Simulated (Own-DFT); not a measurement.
Simulation results for AlGa₃N₄ (wurtzite random alloy, strained, atoms displaced)

All values are calculated (Own-DFT development build). A calculation, not a measurement: plane-wave PBE density functional theory by an unreviewed code, no spin, of a simulated periodic cell, stress positive in tension, free energy of the whole cell less one offset for each atom, forces on such cells passed a denser k mesh, this cell's mesh not checked; offsets are fitted by least squares, one for each functional and potential file, so energies compare only between cells with the same atoms and settings and are not formation energies; the far tail of each file's local potential was reset to the Coulomb form; each entry is a single point on an unrelaxed cell, so the pressure reflects the starting lattice, mostly measured values, from which strain is counted, and rises with the displacements; printed positions are rounded, which can move forces by about a meV/angstrom; the program is a retired in-house code; no spin-orbit coupling.

Common to all runs: functional PBE; potential files PseudoDojo norm-conserving, scalar-relativistic, standard set; wave cutoff 42 hartree; occupations Fermi-Dirac; smearing width 0.1 eV; k mesh 4 x 4 x 3 centred on Gamma.

(1) 
```xyz
72
Lattice="9.2477 0.0000 0.0000 -4.6239 8.0088 0.0000 0.0000 0.0000 10.2685" Properties=species:S:1:pos:R:3:force_x:R:1:force_y:R:1:force_z:R:1 formula=AlGa3N4 free_energy_of_cell_above_offsets=10.626 pressure=20.5 stress_xx=-24.96 stress_yy=-23.61 stress_zz=-12.92 stress_yz=0.62 stress_xz=-1.02 stress_xy=0.8
Ga     0.0077     1.8328    10.2623     -0.133     -1.456       0.48
Al     1.5732     0.8091     2.6581     -0.277      1.195     -1.488
N      0.0095     1.8041     1.9451      2.079     -1.342     -0.324
N      1.5992     0.8464     4.5165     -1.298      1.458     -1.266
Ga    -0.0120     1.8563     5.0775      0.868     -4.505      2.905
Ga     1.5879     0.9354     7.7030     -1.368     -1.593      0.787
N     -0.0258     1.7041     7.1835     -0.121       1.55     -1.815
N      1.5692     1.0066     9.6448     -0.243     -2.829      0.156
Ga    -1.5679     4.4780     0.0903      0.098     -0.516      -0.34
Ga    -0.0786     3.5034     2.6007      1.802      2.002     -0.127
N     -1.5617     4.4935     2.0199     -0.079     -0.401     -0.857
N     -0.0402     3.4849     4.5303     -0.194      3.863     -1.179
Ga    -1.6207     4.4082     5.1854       0.88      1.632     -0.936
Ga    -0.0053     3.6057     7.7141     -1.948     -1.474      0.036
N     -1.6055     4.4896     7.0271      0.741     -0.778      1.488
N     -0.0481     3.5456     9.6440     -0.017      1.846     -0.284
Al    -3.0695     7.0262    10.2331      0.945      3.397      1.208
Ga    -1.5453     6.2930     2.5680      1.108     -1.023      1.604
N     -3.0426     7.0799     1.9421      -1.32      1.821     -1.878
N     -1.5941     6.2828     4.5154      1.639     -1.522     -0.295
Ga    -3.1067     7.1180     5.1086      0.231     -0.008      2.231
Ga    -1.5272     6.2288     7.7655     -0.531      0.179     -1.513
N     -3.0981     7.0995     7.0914     -0.186      0.262     -0.132
N     -1.5815     6.2289     9.6082      1.397      0.273      1.741
Ga     3.1356     1.7901    10.2401     -1.317       0.35      1.101
Ga     4.5936     0.8821     2.4802      1.973      -0.04      2.523
N      3.1093     1.7254     1.9269     -2.245      0.872     -0.142
N      4.6906     0.8477     4.5403     -0.137      1.226     -0.838
Ga     3.0877     1.7407     5.1542      1.192       0.18     -0.272
Al     4.5538     0.8776     7.6943      2.206      -0.41     -0.199
N      3.0973     1.7094     7.0474      0.703      1.388      0.124
N      4.6036     0.8884     9.6293       0.27     -0.811      -1.84
Ga     1.5526     4.4391    10.1932      -0.21      0.556      1.791
Ga     3.2371     3.5288     2.5870     -3.084      0.151     -0.044
N      1.5616     4.5600     1.9389      0.074     -2.605     -0.599
N      3.0765     3.5489     4.5012      0.771      0.248      0.211
Ga     1.4961     4.4143     5.1079      0.377      0.824      0.136
Ga     2.9494     3.5940     7.6832      4.679     -2.111      0.234
N      1.5390     4.3669     7.0870     -2.546      3.663     -1.802
N      3.0879     3.5481     9.5519      0.454      0.543      0.943
Ga     0.0660     7.1435     0.0407      -0.72     -1.116     -0.247
Al     1.4867     6.2074     2.5793      1.554      1.338     -0.173
N      0.0349     7.1263     1.9743      0.159     -0.732     -1.256
N      1.4725     6.2348     4.4277       0.77     -0.888      0.255
Ga     0.0099     7.1156     5.2043     -0.837     -0.389       -0.2
Al     1.5070     6.2440     7.7549      1.946     -1.536     -1.165
N      0.1021     7.0397     7.1260     -2.208      2.196     -0.269
N      1.5967     6.2625     9.5361     -0.594     -0.537      1.276
Ga     6.1236     1.7513    10.1978      1.251      0.493      1.608
Ga     7.7662     0.9034     2.5142     -1.372     -0.411      1.361
N      6.1745     1.8064     1.9786     -0.016     -0.594     -1.504
N      7.7564     0.8767     4.5326     -1.442      0.689     -0.867
Al     6.1931     1.7835     5.0987     -0.094     -0.666      0.677
Al     7.7095     0.8915     7.7182     -1.249     -0.538     -0.742
N      6.1473     1.8410     7.0311      0.056     -2.806      0.067
N      7.6909     0.8725     9.6008      0.271      1.757     -0.941
Ga     4.6532     4.4023     0.0135     -1.237      1.402     -1.024
Ga     6.1308     3.5581     2.6026      1.082      0.039      0.455
N      4.6686     4.4379     1.8783     -0.223      0.593      0.276
N      6.1594     3.5255     4.5150     -1.889      0.041     -0.007
Al     4.5850     4.4251     5.1955      0.601      0.744     -1.398
Ga     6.0781     3.5541     7.7000      1.186      0.517      0.659
N      4.6232     4.4240     6.9966     -1.716      1.667      1.086
N      6.1342     3.5438     9.6598      1.251     -0.068     -0.838
Ga     3.1253     7.1849    10.2013      0.602      -2.08      0.914
Ga     4.6318     6.2170     2.5130     -0.806      0.577      1.283
N      3.0807     7.1700     1.8595     -0.702     -1.597      0.624
N      4.6382     6.2818     4.5451     -1.732     -2.675     -1.346
Ga     3.0204     7.1210     5.1369      0.487     -0.517      0.208
Al     4.5915     6.2764     7.6896      0.832     -1.157     -0.313
N      3.0315     7.0303     7.0736      0.118      1.378      0.685
N      4.7585     6.2621     9.5873     -2.562     -1.179     -0.671
```

Units: free_energy_of_cell_above_offsets in eV; pressure, stress_xx, stress_yy, stress_zz, stress_yz, stress_xz, stress_xy in GPa; force_x, force_y, force_z in eV/Å.

(2) 
```xyz
72
Lattice="9.2477 0.0000 0.0000 -4.6239 8.0088 0.0000 0.0000 0.0000 10.2685" Properties=species:S:1:pos:R:3:force_x:R:1:force_y:R:1:force_z:R:1 formula=AlGa3N4 free_energy_of_cell_above_offsets=11.674 pressure=20.97 stress_xx=-26.33 stress_yy=-25.24 stress_zz=-11.35 stress_yz=0.42 stress_xz=-0.04 stress_xy=0.52
Ga     0.0709     1.9087     0.0450     -1.939     -4.291      1.332
Al     1.5951     0.8982     2.5641     -0.356     -0.571      0.406
N      0.0422     1.7503     1.9988       0.62      0.839      0.179
N      1.5407     0.9272     4.5771      0.372      0.485     -2.809
Al     0.0645     1.6958     5.1315     -2.271      2.617        0.8
Al     1.4793     0.9293     7.7208      3.704     -2.093      1.974
N      0.0678     1.6951     7.1288     -2.065      1.554     -2.413
N      1.4992     0.9459     9.7395      0.978     -1.813     -2.359
Ga    -1.5816     4.4490     0.0279      0.199       -0.4      -0.81
Al    -0.0246     3.5336     2.5143      0.774      0.134      1.601
N     -1.5051     4.4294     1.8911     -0.256      -0.57      1.137
N     -0.0028     3.6284     4.5796      2.194     -3.306     -2.438
Ga    -1.4568     4.4279     5.1887     -2.269      1.251      0.539
Ga     0.0116     3.5398     7.7297     -0.339      0.233      0.531
N     -1.5269     4.4763     7.1001     -0.489     -1.702      0.343
N      0.0091     3.5326     9.7503     -0.929      3.266     -2.605
Ga    -3.0362     7.0881     0.0556     -0.373      0.922       -0.3
Ga    -1.4668     6.2127     2.5573     -1.125     -0.178      0.787
N     -3.0679     7.1057     1.9819     -0.364      0.398      0.422
N     -1.5008     6.2480     4.5059     -2.194     -0.543     -0.684
Ga    -3.0593     7.2345     5.1745     -0.593     -3.551     -0.032
Ga    -1.5036     6.2423     7.6678      0.023     -0.996      1.672
N     -2.9755     7.1069     7.1127     -3.511      1.828     -0.052
N     -1.4796     6.2016     9.6430     -2.188     -0.359     -0.954
Ga     3.0941     1.7557     0.0405     -0.023      0.669     -0.327
Ga     4.6762     0.8568     2.5335      -0.81     -0.887      1.089
N      3.1308     1.7309     1.9598     -1.032      0.335      0.635
N      4.6741     0.8924     4.5291      -1.38     -0.849     -1.189
Ga     3.0922     1.7351     5.1405      0.983      1.591      1.011
Ga     4.7285     0.9172     7.6712     -2.429     -2.533      2.077
N      3.1721     1.7441     7.1455     -2.627      -0.79     -1.482
N      4.6224     0.9352     9.6404      0.909     -1.407      0.066
Ga     1.5244     4.4752     0.0659      0.602      -1.48     -1.257
Ga     3.1507     3.5703     2.5949      -1.67      -1.09       0.49
N      1.5441     4.4084     1.8787     -0.465     -0.098      2.955
N      3.1137     3.5980     4.5244      -0.33     -1.217     -0.081
Ga     1.5878     4.5369     5.1461     -0.568     -3.805      1.736
Ga     3.0059     3.4829     7.6820      1.269       1.83      1.308
N      1.5332     4.4798     7.1203      0.044     -0.252     -0.858
N      3.0233     3.5588     9.6549      1.594      0.213       -0.1
Ga    -0.0115     7.0221    10.2110      1.865      2.632      1.239
Al     1.5488     6.1248     2.5377      0.425      1.267       0.79
N      0.0653     7.0692     1.9410       0.58     -0.189      -0.43
N      1.5493     6.1672     4.5627     -0.103      3.429     -3.117
Ga    -0.0397     7.0753     5.0837      1.851      0.987      1.554
Ga     1.5260     6.2990     7.7144      0.374     -1.839      0.879
N      0.0011     7.0505     7.0742      0.496      2.285     -1.218
N      1.5577     6.1332     9.6470      -0.13      2.244     -0.919
Ga     6.1746     1.8377     0.1507      -0.42     -1.179     -2.414
Ga     7.7404     0.8692     2.5913     -0.236      0.807     -0.345
N      6.1443     1.7825     1.9760      1.429     -0.479      0.594
N      7.7184     0.9054     4.4551      1.004     -0.928      2.077
Ga     6.1654     1.7448     5.0669      1.068      2.512      1.312
Ga     7.6657     0.8978     7.6714      0.557      0.319       1.53
N      6.1210     1.8061     7.1040      2.667      0.514      -2.63
N      7.6512     0.8876     9.6748      0.951      1.537     -0.714
Al     4.5943     4.4550     0.0158     -0.559     -0.726     -0.288
Ga     6.1523     3.5082     2.5630      0.684      1.985      1.205
N      4.6137     4.3763     1.9171      0.958      2.526     -1.247
N      6.1827     3.7117     4.4847      0.201     -2.279      0.002
Ga     4.6346     4.4439     5.2265      0.345      1.288     -0.899
Ga     6.0972     3.5135     7.7708       1.32      1.604     -0.429
N      4.6774     4.5291     7.0985     -1.465     -0.815      0.436
N      6.1209     3.5541     9.6416     -0.464       0.83      0.985
Ga     3.0488     7.1496    10.2255      0.323     -0.505      1.279
Al     4.6081     6.2230     2.5131     -0.099     -0.035      0.646
N      3.0223     7.1767     1.9698      0.487      -3.07     -0.581
N      4.5501     6.2637     4.4372      0.668      0.294        0.3
Al     3.0175     7.0717     5.0873      1.279      1.177      0.746
Al     4.6402     6.2208     7.7029      0.098      1.287      0.899
N      3.0410     7.1316     7.0970      2.146     -0.516     -1.737
N      4.6338     6.2129     9.7318      0.033     -0.352     -1.847
```

Units: free_energy_of_cell_above_offsets in eV; pressure, stress_xx, stress_yy, stress_zz, stress_yz, stress_xz, stress_xy in GPa; force_x, force_y, force_z in eV/Å.

(3) 
```xyz
72
Lattice="9.2477 0.0000 0.0000 -4.6239 8.0088 0.0000 0.0000 0.0000 10.2685" Properties=species:S:1:pos:R:3:force_x:R:1:force_y:R:1:force_z:R:1 formula=AlGa3N4 free_energy_of_cell_above_offsets=10.943 pressure=20.25 stress_xx=-23.03 stress_yy=-25.66 stress_zz=-12.04 stress_yz=0.6 stress_xz=0.45 stress_xy=1.42
Ga    -0.0010     1.8016    10.2554      -0.56     -1.233      1.205
Al     1.5694     0.9034     2.5540     -0.372     -0.671      0.699
N      0.0086     1.7640     2.0023      0.591      -0.36     -1.189
N      1.5931     0.9860     4.4898     -0.659     -1.677     -1.647
Ga     0.0098     1.7421     5.1136     -0.349      0.921        0.2
Ga     1.5318     0.8514     7.7507     -0.076      0.621     -1.541
N     -0.0482     1.6820     7.0160      1.768      3.209      0.824
N      1.4562     0.8835     9.5649       1.45     -0.696      2.683
Ga    -1.4801     4.4419     0.0146       -2.5      0.223      0.997
Ga    -0.0487     3.5643     2.4929      1.273      0.022      2.302
N     -1.5773     4.4825     1.9992     -0.541      0.044     -1.344
N      0.0357     3.5602     4.5382     -0.554     -0.045     -0.974
Ga    -1.5514     4.4501     5.1624      1.344      0.524      0.106
Al    -0.0393     3.5677     7.7477      1.457     -0.611     -0.841
N     -1.4769     4.4801     7.0775     -0.204     -2.109      0.327
N     -0.0343     3.5635     9.6994      1.293      -0.36     -2.194
Ga    -3.0549     7.0555     0.0618     -0.688      1.212     -0.411
Al    -1.5518     6.2535     2.5303      0.174     -0.179      1.842
N     -3.1006     7.0541     1.9698     -0.571      1.078      0.567
N     -1.5614     6.1886     4.4819       1.08       1.95     -0.625
Ga    -3.1182     7.1779     5.1569      1.569     -0.381     -0.059
Ga    -1.5247     6.1745     7.7593     -0.512      1.568     -1.417
N     -3.0527     7.1493     7.0559     -0.053     -1.207      0.365
N     -1.5658     6.1748     9.6079      1.241      1.099       1.48
Ga     3.0790     1.7951    10.2629     -0.153     -1.719     -0.269
Al     4.6625     0.9950     2.6107     -1.228     -2.667     -0.117
N      3.0872     1.7450     1.9250      0.688      0.431      0.397
N      4.5862     0.8899     4.5426      2.807      -0.56     -1.752
Ga     3.1422     1.7900     5.1086     -1.457      0.133      2.502
Ga     4.6293     0.9067     7.7246     -0.486     -1.053      0.233
N      3.0704     1.7424     7.1459     -0.027      1.153     -1.462
N      4.6738     0.7755     9.6539     -1.038      1.972      0.017
Ga     1.5196     4.4721    10.2533      0.913     -0.501      0.637
Ga     3.1359     3.6399     2.5249     -0.642      -3.37      2.285
N      1.6349     4.4026     1.9947     -2.899      0.186     -2.232
N      3.0919     3.5329     4.5379       0.84       1.66     -1.335
Ga     1.5553     4.4498     5.2012     -0.305      0.021      -0.03
Ga     3.1048     3.6058     7.6910      1.264      -0.97       -0.9
N      1.5870     4.5118     7.1446      -2.07     -2.384      -0.69
N      3.0038     3.4893     9.5468      1.235      1.666      1.864
Al     0.0216     7.1162    10.2193     -1.422     -0.963       1.69
Ga     1.5305     6.1402     2.5338     -0.141      2.398      1.028
N     -0.0314     7.1031     1.9326      0.338      1.156     -0.694
N      1.5366     6.2449     4.5329     -0.625     -0.427     -0.934
Al     0.0649     7.1484     5.1416     -2.074     -1.095      0.599
Ga     1.6506     6.2287     7.6904     -1.412       1.84      0.659
N     -0.0068     7.1082     7.1030      1.054      0.083      -1.37
N      1.4711     6.2359     9.6662      1.365      0.039     -0.464
Ga     6.1205     1.8183     0.0277      0.647     -2.205      0.185
Ga     7.6724     0.9168     2.5892      1.821      -1.13      1.474
N      6.2065     1.7608     1.9855     -2.198     -0.302      -1.41
N      7.6435     0.8848     4.5809     -0.209      0.916     -1.376
Al     6.1329     1.8045     5.1230      0.099     -0.554       1.04
Ga     7.7040     0.9836     7.7142     -1.079     -2.373      0.041
N      6.1200     1.7975     7.0601      0.604     -2.773     -2.376
N      7.6838     0.8793     9.6248     -0.143      0.743      0.384
Ga     4.6562     4.4243     0.0633     -0.532      0.016     -3.752
Ga     6.1290     3.4686     2.5470      0.596      2.975      1.702
N      4.5621     4.4800     1.8519      2.408      0.878      2.229
N      6.2171     3.5421     4.5811     -2.551      -0.54     -1.811
Al     4.6019     4.4617     5.0202      1.138     -1.132      2.823
Ga     6.2106     3.4206     7.6779     -0.418      4.572       0.08
N      4.7122     4.4420     7.0188     -0.632       0.22     -0.531
N      6.1992     3.4659     9.5620     -0.327      2.306      1.399
Ga     3.0987     7.1231    10.2544     -0.781      0.048      0.936
Al     4.5602     6.2139     2.6139      1.495        0.6       0.38
N      3.1398     7.1582     1.9705     -0.788     -1.164     -0.426
N      4.6492     6.1833     4.5806     -0.934      0.624     -2.819
Ga     3.0571     7.1233     5.1087      0.829     -0.467      0.873
Ga     4.6216     6.2634     7.7674      1.422      -1.15     -1.877
N      3.1605     7.1120     7.0231     -1.042      1.224      0.516
N      4.6107     6.2529     9.6128      0.447     -1.303      1.296
```

Units: free_energy_of_cell_above_offsets in eV; pressure, stress_xx, stress_yy, stress_zz, stress_yz, stress_xz, stress_xy in GPa; force_x, force_y, force_z in eV/Å.
